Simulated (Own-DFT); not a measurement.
# A change of arrangement and its cost: Ge48Si16, 64 atoms

All numbers below are calculated, not measured. They come from Own-DFT, an in-house plane-wave density functional program, since retired, whose code no person has reviewed. Each row is one single-point run on a periodic cell that was not relaxed, without spin or spin-orbit coupling.

Settings of every run: PBEsol; PseudoDojo norm-conserving scalar-relativistic files, made for PBE; cutoff 42 hartree; 3 x 3 x 3 k mesh centred on Gamma; Fermi-Dirac smearing of 0.1 eV.

Known limits, some of them of some rows only: not probed for a lower state with spin; forces on such cells moved up to 12 meV/angstrom on a denser k mesh; forces on such cells passed a denser k mesh, each cell not checked; stress not checked against mesh or cutoff.

All cells hold the same atoms in the same cell, with vectors in Å (11.203, 0.000, 0.000); (0.000, 11.203, 0.000); (0.000, 0.000, 11.203). Every atom was moved at random from its ideal site; u is the rms move along one axis. The random placing of the alloy's atoms differs from row to row. E is the free energy of the cell above the lowest run. The arrangements:

- A: diamond-structure SiGe in clusters
- B: diamond-structure SiGe in ordered layers
- C: diamond-structure SiGe with randomly placed atoms

```
arrangement   u (Å)  E (eV)  P (GPa)
          A  0.0282   0.131     0.62
          A  0.0293   0.137     0.63
          A  0.0296   0.260     0.64
          A  0.0594   2.800     1.14
          A  0.0603   3.691     1.34
          A  0.0632   4.136     1.48
          B  0.0274   0.230     0.65
          B  0.0302   0.279     0.69
          B  0.0305   0.284     0.67
          B  0.0580   3.638     1.36
          B  0.0605   2.846     1.17
          B  0.0628   3.556     1.29
          C  0.0283   0.000     0.58
          C  0.0290   0.267     0.61
          C  0.0299   0.304     0.62
          C  0.0600   3.728     1.33
          C  0.0604   3.039     1.17
          C  0.0619   3.339     1.22
```

Question: once the cost of the random moves is taken out, how do the arrangements rank?

## Worked answer

Fit E = a + b u², with one b for all and one a for each arrangement, and with residuals divided by u², since the noise grows with the moves. Then b = 1128 eV/Å², the scatter at u = 0.04 Å is 0.18 eV, and against A:

- B: 0.07 ± 0.08 eV (not told apart from A)
- C: 0.00 ± 0.08 eV (not told apart from A)

These are energies of unrelaxed cells. Relaxing the atoms lowers the strained arrangements most, so the gaps would shrink and small ones could change sign.
